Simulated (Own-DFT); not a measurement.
# One trend across several semiconductors

Calculated, not measured: single-point runs of Own-DFT, a retired in-house plane-wave DFT program that no person has reviewed, on unrelaxed cells, without spin or spin-orbit coupling.

Known weak points (not all hold for every row): forces on such cells moved up to 12 meV/angstrom on a denser k mesh; forces not confirmed at this smearing and k mesh; k mesh not checked against a denser one; forces on such cells passed a denser k mesh, each cell not checked; stress not checked against mesh or cutoff.

All runs are PBE with PseudoDojo norm-conserving files; cutoff and k mesh are each material's own. Every cell starts from measured lattice constants and was given uniform random strains and small random moves of its atoms. Each triple is the change of volume in per cent, the rms move u in Å and the pressure in GPa.

- 4H SiC (C36Si36), 10.36 Å³/atom unstrained: (-2.61, 0.049, 11.30); (-1.47, 0.053, 9.05); (-0.60, 0.049, 6.42); (-0.59, 0.044, 6.21); (-0.16, 0.053, 5.86); (0.18, 0.052, 4.77); (2.43, 0.048, -0.36)
- wurtzite AlN (Al64N64), 10.45 Å³/atom unstrained: (-1.77, 0.048, 9.61); (-0.92, 0.048, 7.71); (-0.32, 0.054, 7.24); (0.58, 0.050, 4.21); (0.83, 0.050, 4.24); (1.23, 0.050, 3.20); (2.89, 0.049, 0.18)
- wurtzite GaN (Ga36N36), 11.42 Å³/atom unstrained: (-3.25, 0.049, 15.25); (-2.85, 0.048, 14.03); (-2.63, 0.052, 13.77); (-0.73, 0.053, 9.24); (0.08, 0.047, 7.62); (1.07, 0.049, 5.67); (2.03, 0.052, 3.47)
- diamond silicon (Si64), 20.02 Å³/atom unstrained: (-2.31, 0.047, 5.01); (-0.67, 0.051, 3.32); (-0.67, 0.051, 3.32); (-0.09, 0.049, 2.55); (0.19, 0.051, 2.55); (0.88, 0.047, 1.97); (2.01, 0.049, 0.81)
- zincblende GaAs (As32Ga32), 22.58 Å³/atom unstrained: withheld
- grey tin (Sn64), 34.15 Å³/atom unstrained: (-3.92, 0.050, 6.14); (-1.96, 0.051, 4.87); (-1.65, 0.053, 4.62); (-0.56, 0.052, 4.08); (-0.22, 0.054, 3.81); (0.01, 0.054, 3.74); (1.47, 0.049, 3.01)

## Fit

Fit a line to each set against the fractional change of volume; B is minus its slope, and u is nearly the same within a set. To take it to zero pressure, assume that B rises by 4 GPa for each GPa: B0 = B - 4 x (mean pressure). The bond length of an ideal tetrahedral crystal with the unstrained volume v is d = (√3/4)(8 v)^(1/3). Cohen's empirical rule reads B0 = (1971 - 220 L) d^(-3.5) GPa, with L = 0 for group IV crystals and SiC and 1 for III-V compounds.

```
material,L,d (Å),B (GPa),mean P (GPa),B0 (GPa),rule (GPa)
4H SiC (C36Si36),0,1.888,233 ± 8,6.2,209 ± 8,213
wurtzite AlN (Al64N64),1,1.893,207 ± 11,5.2,186 ± 11,188
wurtzite GaN (Ga36N36),1,1.950,220 ± 4,9.9,181 ± 4,169
diamond silicon (Si64),0,2.352,96 ± 4,2.8,85 ± 4,99
zincblende GaAs (As32Ga32),1,2.448,?,?,?,76
grey tin (Sn64),0,2.810,58 ± 2,4.3,41 ± 2,53
```

A line through ln[B0/(1971 - 220 L)] against ln d has a slope of -4.2 ± 0.1 and a scatter of 5 %. Against the rule, B0 stands at 98 % for 4H SiC, 99 % for wurtzite AlN, 107 % for wurtzite GaN, 86 % for diamond silicon, 77 % for grey tin. PBE tends to make silicon and heavier crystals too soft, and the rule itself is only a guide.

## Check

Question: what B0 does the fitted trend give for zincblende GaAs (As32Ga32)?

The straight line predicts 65 GPa. Its own runs give B = 74 ± 3 GPa at a mean pressure of 3.1 GPa, so B0 = 61 GPa.
